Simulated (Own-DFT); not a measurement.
# One host, several defects: 2H SiC

Everything here is calculated. The program is Own-DFT (plane waves, in-house, since retired, never reviewed by a person); positions were held fixed, and spin and spin-orbit coupling were off.

Method: PBE; PseudoDojo norm-conserving scalar-relativistic files; cutoff 42 hartree; 4 x 4 x 3 k mesh centred on Gamma; Fermi-Dirac smearing of 0.1 eV.

Caveats (not all hold for every row): not probed for a lower state with spin; forces on such cells passed a denser k mesh, each cell not checked; stress not checked against mesh or cutoff.

All runs share one cell, with vectors in Å (9.248, 0.000, 0.000); (-4.624, 8.009, 0.000); (0.000, 0.000, 10.068) and a volume of 745.7 Å³. u is the rms random offset of the atoms per axis. The defect's site can differ from row to row.

| cell | formula | u (Å) | P (GPa) |
|---|---|---|---|
| no defect | C36Si36 | 0.0294 | 3.77 |
| no defect | C36Si36 | 0.0297 | 3.84 |
| no defect | C36Si36 | 0.0607 | 6.43 |
| two Al on a Si site each | Al2C36Si34 | 0.0319 | 5.96 |
| two Al on a Si site each | Al2C36Si34 | 0.0323 | ? |
| two Al on a Si site each | Al2C36Si34 | 0.0510 | 7.51 |
| two Al on a Si site each | Al2C36Si34 | 0.0518 | 7.40 |
| two N on a C site each | C34N2Si36 | 0.0305 | 3.06 |
| two N on a C site each | C34N2Si36 | 0.0323 | 3.02 |
| two N on a C site each | C34N2Si36 | 0.0483 | 4.32 |
| one Si on a C site | C35Si37 | 0.0282 | 10.53 |
| one Si on a C site | C35Si37 | 0.0286 | 10.36 |
| one Si on a C site | C35Si37 | 0.0481 | 12.29 |
| one C on a Si site | C37Si35 | 0.0330 | 2.12 |
| one C on a Si site | C37Si35 | 0.0468 | 3.28 |
| one C on a Si site | C37Si35 | 0.0491 | 2.93 |

## Analysis

P = P0 + c u² + a shift for each defect gives P0 = 2.95 GPa, c = 953 ± 59 GPa/Å² and a scatter of 0.19 GPa. The shifts, and each times the cell's volume:

- one Si on a C site: 6.86 ± 0.16 GPa, 31.9 eV
- two Al on a Si site each: 2.00 ± 0.16 GPa, 9.3 eV (4.6 eV for each of its 2 sites)
- two N on a C site each: -0.86 ± 0.16 GPa, -4.0 eV (-2.0 eV for each of its 2 sites)
- one C on a Si site: -1.99 ± 0.16 GPa, -9.2 eV

A positive shift means that the defect pushes the cell outwards. Shift times volume (160.2 GPa Å³ is 1 eV) depends little on the cell's size, so, taken for each site, it can be compared between cells at like pressure. The atoms around the defects weren't relaxed, which would change these numbers.

## Withheld run

Q: what pressure belongs in the blank (two Al on a Si site each, u = 0.0323 Å)?

From the fit: 5.94 ± 0.23 GPa. The hidden result is 5.88 GPa.
